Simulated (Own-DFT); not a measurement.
## Calculated data, TiO$_{2}$ (rutile, atoms displaced)

All values are calculated (Own-DFT development build). A calculation, not a measurement: plane-wave PBE density functional theory by an unreviewed code, no spin, of a simulated periodic cell, stress positive in tension, free energy of the whole cell less one offset for each atom, oxygen file: force components 24 meV/angstrom off all-electron in one glass; forces on such cells passed a denser k mesh, this cell's mesh not checked; offsets are fitted by least squares, one for each functional and potential file, so energies compare only between cells with the same atoms and settings and are not formation energies; the far tail of each file's local potential was reset to the Coulomb form; each entry is a single point on an unrelaxed cell, so the pressure reflects the starting lattice, mostly measured values (interpolated for alloys), from which strain is counted, and rises with the displacements; printed positions are rounded, which can move forces by about a meV/angstrom; the program, named Own-DFT, is a retired in-house code; no spin-orbit coupling; before rounding, a Quantum ESPRESSO 7.3.1 run of the same cell and cutoff gave forces within 1 meV/angstrom rms on each cell, which checks the program and not the settings.

Settings shared by all entries: functional PBE; potential files PseudoDojo norm-conserving, scalar-relativistic, standard set; wave cutoff 72 hartree; occupations Fermi-Dirac; smearing width 0.1 eV; k mesh 3 x 3 x 3 centred on Gamma.

(1) TiO$_{2}$ (rutile, atoms displaced)

```
TiO2
1.0
      9.1874     0.0000     0.0000
      0.0000     9.1874     0.0000
      0.0000     0.0000     8.8761
Ti O Ti O Ti O Ti O Ti O Ti O Ti O Ti O Ti O Ti O Ti O Ti O
2 4 2 4 2 4 2 4 2 4 2 4 2 4 2 4 2 4 2 4 2 4 2 4
Direct
  0.00047 0.00009 0.00023
  0.25115 0.24817 0.16659
  0.15010 0.15259 0.00110
  0.34557 0.34766 0.00045
  0.40227 0.09439 0.16832
  0.09685 0.40127 0.16962
  0.99768 0.99807 0.32749
  0.25051 0.24962 0.49916
  0.15428 0.15321 0.33452
  0.34530 0.34859 0.33512
  0.40336 0.09818 0.50210
  0.09800 0.40108 0.49551
  0.99730 0.99978 0.66956
  0.24856 0.24711 0.83378
  0.15343 0.15789 0.66700
  0.34879 0.34556 0.66495
  0.40267 0.09929 0.83172
  0.09791 0.39951 0.83494
  0.00013 0.49747 0.00018
  0.25071 0.74990 0.16293
  0.15041 0.65421 0.99876
  0.34624 0.84610 0.99913
  0.39877 0.59734 0.16624
  0.09623 0.90178 0.16617
  0.99810 0.50100 0.32776
  0.24853 0.74894 0.50005
  0.14969 0.65091 0.33403
  0.34942 0.84862 0.33256
  0.40494 0.59418 0.49865
  0.09702 0.89982 0.50316
  0.00335 0.50233 0.66867
  0.24960 0.74937 0.82883
  0.14993 0.65738 0.66579
  0.34944 0.84811 0.66680
  0.40154 0.59706 0.83097
  0.10215 0.90498 0.83329
  0.49941 0.99727 0.99866
  0.74949 0.24913 0.16600
  0.65041 0.15120 0.00070
  0.84773 0.34936 0.99714
  0.90167 0.09918 0.16753
  0.59649 0.40078 0.16713
  0.50274 0.00266 0.33456
  0.74748 0.25229 0.50381
  0.65382 0.15357 0.33190
  0.84987 0.34730 0.32956
  0.90104 0.09748 0.49999
  0.59763 0.40307 0.50092
  0.50121 0.00144 0.66362
  0.74623 0.25003 0.83155
  0.65017 0.15251 0.66521
  0.84708 0.34910 0.66507
  0.90548 0.09915 0.83552
  0.59755 0.40643 0.83360
  0.49906 0.49972 0.00151
  0.75352 0.75241 0.16688
  0.65056 0.65274 0.99621
  0.84726 0.84827 0.99850
  0.90106 0.59804 0.16102
  0.59584 0.90190 0.16949
  0.50054 0.49863 0.33189
  0.75034 0.74598 0.49826
  0.65128 0.64889 0.33650
  0.84435 0.84614 0.33267
  0.90498 0.59813 0.50387
  0.59412 0.90148 0.49642
  0.49746 0.49878 0.66429
  0.75241 0.75073 0.83141
  0.65188 0.64838 0.66822
  0.84725 0.84370 0.66708
  0.90234 0.59483 0.83300
  0.59854 0.90486 0.83573
```

- free energy of cell above offsets: -19.626 eV
- pressure: 4.78 GPa
- stress xx: -4.96 GPa
- stress yy: -5.04 GPa
- stress zz: -4.35 GPa
- stress yz: -0.14 GPa
- stress xz: -0.01 GPa
- stress xy: -0.06 GPa

Force:
```tsv
element	x (eV/Å)	y (eV/Å)	z (eV/Å)
Ti	0.199	0.072	-0.39
Ti	0.223	-0.004	0.282
O	0.029	-0.154	0.107
O	0.185	0.054	0.104
O	-0.344	0.52	-0.279
O	0.024	0.076	-0.387
Ti	0.471	0.507	1.308
Ti	-0.407	0.361	0.131
O	-0.498	-0.662	-0.304
O	0.418	0.073	-0.409
O	0.035	0.016	-0.057
O	-0.198	0.325	0.418
Ti	0.317	0.205	-0.952
Ti	0.298	0.136	-0.368
O	-0.647	-0.819	0.063
O	0.126	0.258	0.317
O	0.013	-0.203	0.193
O	-0.06	0.36	-0.173
Ti	0.158	-0.099	-0.314
Ti	0.234	-0.138	0.509
O	-0.052	-0.159	-0.01
O	0.205	0.232	0.024
O	0.26	-0.122	0.072
O	-0.115	0.068	0.102
Ti	0.291	-0.369	0.992
Ti	0.251	0.521	-1.012
O	0.279	0.382	-0.086
O	-0.505	-0.355	0.104
O	-0.609	0.539	0.017
O	-0.141	0.272	-0.251
Ti	-0.089	-0.562	-0.652
Ti	0.446	-0.023	0.517
O	-0.05	-0.524	0.12
O	-0.068	-0.16	-0.07
O	-0.305	0.113	0.212
O	-0.42	0.123	0.07
Ti	-0.069	0.039	0.111
Ti	-0.009	0.328	0.192
O	0.275	0.229	-0.249
O	-0.255	-0.365	0.043
O	0.193	-0.348	-0.088
O	0	0.079	-0.153
Ti	-0.406	-0.287	-0.357
Ti	0.687	0.134	-0.769
O	-0.12	-0.038	0.103
O	-0.376	0.023	0.242
O	0.088	-0.196	0.037
O	0.275	-0.432	-0.313
Ti	-0.435	-0.433	0.257
Ti	0.059	0.534	0.567
O	0.318	0.137	0.166
O	-0.147	-0.27	0.215
O	-0.438	0.034	-0.149
O	0.34	-0.78	0.125
Ti	0.088	0.26	-0.552
Ti	-0.86	-0.309	-0.658
O	0.086	0.086	0.479
O	0.155	0.088	0.287
O	-0.132	0.194	0.307
O	0.469	-0.297	-0.346
Ti	-0.288	0.004	0.167
Ti	-0.357	-0.49	0.56
O	0.365	0.263	-0.374
O	0.4	0.248	0.013
O	-0.385	0.216	-0.261
O	0.609	-0.248	0.524
Ti	-0.143	0.108	0.425
Ti	-0.689	-0.551	0.127
O	0.294	0.56	-0.241
O	0.25	0.577	-0.106
O	0.053	0.231	-0.002
O	0.151	-0.191	-0.277
```

(2) TiO$_{2}$ (rutile, atoms displaced)

```
TiO2
1.0
      9.1874     0.0000     0.0000
      0.0000     9.1874     0.0000
      0.0000     0.0000     8.8761
Ti O Ti O Ti O Ti O Ti O Ti O Ti O Ti O Ti O Ti O Ti O Ti O
2 4 2 4 2 4 2 4 2 4 2 4 2 4 2 4 2 4 2 4 2 4 2 4
Direct
  0.00354 0.99759 0.00308
  0.25008 0.24529 0.16647
  0.15157 0.15605 0.00113
  0.34876 0.34691 0.00035
  0.40219 0.09710 0.17075
  0.09535 0.40387 0.16264
  0.00512 0.99853 0.33061
  0.24898 0.25067 0.50278
  0.15457 0.15448 0.33521
  0.34785 0.34725 0.33529
  0.40129 0.09684 0.49762
  0.09699 0.40529 0.50118
  0.99864 0.00089 0.66607
  0.25033 0.24644 0.83095
  0.15067 0.15120 0.66687
  0.34109 0.34689 0.66909
  0.40419 0.09874 0.82926
  0.09690 0.40381 0.83387
  0.00172 0.49959 0.99964
  0.24972 0.74721 0.16772
  0.15581 0.65015 0.00064
  0.34616 0.84701 0.99718
  0.40024 0.59221 0.16847
  0.09778 0.90238 0.16551
  0.99961 0.50478 0.33136
  0.25441 0.74661 0.49856
  0.15384 0.65440 0.33325
  0.34989 0.85176 0.33553
  0.40384 0.59763 0.50246
  0.09890 0.90250 0.50289
  0.00386 0.50138 0.66953
  0.24769 0.74876 0.83490
  0.15632 0.65734 0.66817
  0.34496 0.85141 0.66958
  0.40140 0.59891 0.83103
  0.09170 0.90528 0.83162
  0.50307 0.99978 0.99734
  0.75206 0.25114 0.16728
  0.65509 0.15354 0.99719
  0.84772 0.34691 0.99765
  0.89855 0.09810 0.16761
  0.59870 0.40250 0.16556
  0.49389 0.00155 0.32798
  0.75009 0.25329 0.50250
  0.65434 0.15679 0.33332
  0.84878 0.34687 0.33528
  0.90213 0.10291 0.50068
  0.60217 0.40549 0.50326
  0.50237 0.99819 0.66664
  0.74511 0.25022 0.83226
  0.65427 0.15227 0.66917
  0.84649 0.34885 0.66387
  0.90208 0.10003 0.83146
  0.59416 0.39910 0.83130
  0.49811 0.49882 0.00136
  0.75030 0.74872 0.16662
  0.65173 0.65289 0.99856
  0.85077 0.84670 0.00123
  0.90561 0.59930 0.16731
  0.59749 0.90189 0.16905
  0.50226 0.50227 0.33302
  0.75068 0.74783 0.50137
  0.65480 0.65045 0.33094
  0.84793 0.84781 0.33140
  0.90263 0.59963 0.49886
  0.59815 0.90175 0.50056
  0.50062 0.50299 0.66511
  0.74871 0.75152 0.83449
  0.65083 0.65253 0.66758
  0.84622 0.84674 0.66750
  0.90248 0.59530 0.83353
  0.59706 0.90280 0.83647
```

- free energy of cell above offsets: -19.449 eV
- pressure: 5.14 GPa
- stress xx: -5.35 GPa
- stress yy: -5.31 GPa
- stress zz: -4.76 GPa
- stress yz: 0.07 GPa
- stress xz: -0.05 GPa
- stress xy: 0.13 GPa

Force:
```tsv
element	x (eV/Å)	y (eV/Å)	z (eV/Å)
Ti	-0.933	0.682	-1.274
Ti	-0.031	0.921	0.236
O	-0.126	-0.518	0.066
O	-0.018	-0.016	0.026
O	-0.258	0.239	-0.924
O	0.427	-0.277	0.532
Ti	-0.892	0.396	1.286
Ti	0.224	0.166	-0.368
O	-0.528	-0.493	-0.365
O	0.188	0.271	-0.099
O	0.062	0.158	0.458
O	0.203	-0.039	-0.118
Ti	-0.587	0.437	-0.065
Ti	0.056	0.166	0.13
O	0.219	0.161	0.135
O	0.603	0.44	-0.144
O	-0.134	0.018	0.651
O	0.294	-0.162	-0.146
Ti	-0.527	-0.644	-0.048
Ti	0.448	0.081	-0.528
O	-0.142	0.242	0.33
O	0.257	0.368	0.62
O	-0.22	0.69	0.026
O	0.432	-0.225	0.202
Ti	-0.341	-0.944	0.376
Ti	-0.218	0.918	0.919
O	0.092	0.032	-0.059
O	-0.606	-0.838	-0.368
O	-0.255	0.225	-0.438
O	-0.057	-0.067	-0.632
Ti	-0.473	-0.409	-0.324
Ti	0.386	0.424	-0.415
O	-0.629	-0.661	-0.386
O	0.29	-0.086	-0.231
O	0.072	-0.076	0.255
O	0.697	-0.595	0.55
Ti	0.068	0.09	0.196
Ti	0.167	-0.098	0.42
O	-0.819	-0.637	0.398
O	0.2	0.429	0.202
O	0.754	-0.461	-0.017
O	-0.267	0.343	0.086
Ti	1.185	0.3	1.298
Ti	0.364	-0.505	-0.502
O	-0.534	-0.385	-0.159
O	0.372	0.629	-0.357
O	0.458	-0.719	-0.315
O	-0.714	0.302	-0.245
Ti	-0.166	0.025	-1.241
Ti	0.872	0.061	0.053
O	-0.5	-0.381	-0.294
O	0.434	0.497	0.394
O	0.097	-0.193	0.341
O	-0.229	0.462	0.162
Ti	0.101	-0.417	-0.57
Ti	0.123	0.38	0.099
O	-0.074	-0.073	0.1
O	-0.229	-0.074	-0.124
O	-0.334	0.245	-0.083
O	-0.042	0.034	-0.585
Ti	0.146	-0.957	-0.059
Ti	0.084	0.656	-0.119
O	-0.32	-0.11	0.139
O	0.133	0.016	0.118
O	0.055	0.072	0.055
O	0.037	-0.098	0.087
Ti	0.21	-0.467	0.731
Ti	0.563	-0.298	-0.016
O	0.044	0.033	0.086
O	-0.116	-0.102	-0.04
O	-0.25	0.562	-0.108
O	0.15	-0.149	0.003
```

(3) TiO$_{2}$ (rutile, atoms displaced)

```
TiO2
1.0
      9.1874     0.0000     0.0000
      0.0000     9.1874     0.0000
      0.0000     0.0000     8.8761
Ti O Ti O Ti O Ti O Ti O Ti O Ti O Ti O Ti O Ti O Ti O Ti O
2 4 2 4 2 4 2 4 2 4 2 4 2 4 2 4 2 4 2 4 2 4 2 4
Direct
  0.99975 0.00120 0.00034
  0.24700 0.25288 0.16352
  0.14888 0.14967 0.00100
  0.34871 0.34947 0.00143
  0.40559 0.09633 0.16618
  0.09752 0.39659 0.16930
  0.00075 0.99824 0.33474
  0.25109 0.25521 0.50179
  0.15018 0.15337 0.33207
  0.34897 0.34827 0.32964
  0.40363 0.09584 0.50236
  0.09578 0.40388 0.49608
  0.99787 0.00065 0.66488
  0.24997 0.24974 0.83254
  0.15298 0.15224 0.66483
  0.34762 0.34591 0.67090
  0.40560 0.09694 0.83379
  0.10291 0.40194 0.83696
  0.00059 0.49837 0.00223
  0.24870 0.75124 0.17096
  0.15187 0.65238 0.00197
  0.34647 0.84854 0.00018
  0.40282 0.59878 0.16633
  0.09811 0.90693 0.16534
  0.99800 0.49972 0.33242
  0.24722 0.74881 0.49848
  0.15270 0.65710 0.33033
  0.34571 0.84755 0.33475
  0.40119 0.59774 0.50049
  0.09806 0.90110 0.50174
  0.99926 0.50128 0.66263
  0.24779 0.74894 0.83619
  0.14828 0.65212 0.66513
  0.34568 0.84695 0.66784
  0.40496 0.59736 0.83007
  0.09710 0.90154 0.82923
  0.49479 0.00268 0.00151
  0.75392 0.24822 0.16538
  0.64806 0.15074 0.00558
  0.84603 0.34633 0.99763
  0.89872 0.09698 0.16864
  0.59563 0.40446 0.16402
  0.49764 0.99934 0.33619
  0.74994 0.25057 0.49802
  0.65667 0.15098 0.33428
  0.84893 0.34865 0.33526
  0.90206 0.09823 0.50293
  0.59699 0.40566 0.49880
  0.49730 0.00095 0.66673
  0.74981 0.25157 0.83130
  0.65178 0.15396 0.66467
  0.84644 0.34652 0.66329
  0.90524 0.09942 0.83163
  0.59939 0.40564 0.83659
  0.49820 0.50271 0.00144
  0.74899 0.74688 0.16779
  0.65221 0.65522 0.99945
  0.84547 0.85008 0.99963
  0.90019 0.59619 0.16674
  0.60012 0.90203 0.16472
  0.49978 0.49695 0.33696
  0.74838 0.75013 0.49974
  0.65466 0.65294 0.33426
  0.84789 0.84619 0.33599
  0.90502 0.59444 0.49909
  0.59819 0.90278 0.50164
  0.49991 0.49985 0.66775
  0.74987 0.74863 0.83245
  0.64954 0.65269 0.66545
  0.85026 0.84683 0.66374
  0.90300 0.59892 0.83038
  0.59503 0.90425 0.83164
```

- free energy of cell above offsets: -19.590 eV
- pressure: 4.95 GPa
- stress xx: -5.12 GPa
- stress yy: -5.17 GPa
- stress zz: -4.54 GPa
- stress yz: 0.09 GPa
- stress xz: 0 GPa
- stress xy: 0.03 GPa

Force:
```tsv
element	x (eV/Å)	y (eV/Å)	z (eV/Å)
Ti	-0.367	-0.412	-0.438
Ti	0.352	-0.637	0.351
O	0.607	0.469	-0.099
O	-0.359	-0.402	-0.166
O	-0.648	0.385	0.555
O	-0.401	0.69	-0.328
Ti	0	0.199	0.005
Ti	-0.297	-0.62	-0.482
O	0.3	0.044	0.35
O	-0.169	-0.179	0.435
O	-0.524	0.644	-0.552
O	0.707	-0.408	0.203
Ti	-0.012	-0.17	0.453
Ti	-0.228	-0.196	0.193
O	0.281	0.339	-0.051
O	0.133	0.145	-0.489
O	-0.8	0.685	-0.109
O	-0.476	0.161	-0.101
Ti	0.002	0.171	-0.87
Ti	0.533	0.083	-0.825
O	-0.281	-0.3	0.057
O	-0.273	-0.259	-0.117
O	-0.275	0.329	0.191
O	0.057	-0.347	0.235
Ti	-0.261	-0.052	0.15
Ti	0.332	0.222	1.01
O	-0.626	-0.724	0.174
O	0.301	0.263	-0.026
O	-0.138	-0.082	-0.04
O	-0.066	0.148	-0.385
Ti	0.024	0.084	0.713
Ti	0.16	0.491	-0.305
O	0.215	-0.15	0.054
O	-0.053	-0.078	-0.169
O	-0.547	0.264	0.075
O	0.069	-0.076	0.496
Ti	0.811	-0.529	-0.016
Ti	-0.804	-0.22	-0.138
O	0.729	0.622	-0.467
O	0.454	0.323	0.157
O	0.295	-0.046	-0.069
O	0.376	-0.154	0.359
Ti	0.622	-0.031	-0.651
Ti	-0.156	-0.467	0.101
O	-0.423	0.026	-0.043
O	0.048	0.187	-0.244
O	0.054	0.01	-0.452
O	0.206	-0.409	0.108
Ti	0.389	-0.625	0.671
Ti	-0.405	-0.378	-0.024
O	-0.03	0.103	0.198
O	0.314	0.343	0.477
O	-0.386	0.202	0.131
O	0.155	-0.359	-0.43
Ti	0.198	-0.033	0.369
Ti	-0.455	0.909	-0.368
O	-0.016	-0.22	-0.079
O	0.247	-0.144	-0.089
O	0.453	-0.285	-0.148
O	-0.217	-0.128	0.532
Ti	0.076	0.214	-0.835
Ti	-0.127	0.408	0.075
O	-0.318	-0.313	0.029
O	0.298	0.144	-0.134
O	-0.371	0.35	-0.033
O	0.066	-0.197	-0.265
Ti	0.224	0.394	0.36
Ti	-0.201	0.677	0.322
O	0.251	-0.038	0.015
O	-0.288	-0.178	0.148
O	0.141	-0.42	0.35
O	0.525	-0.463	-0.063
```
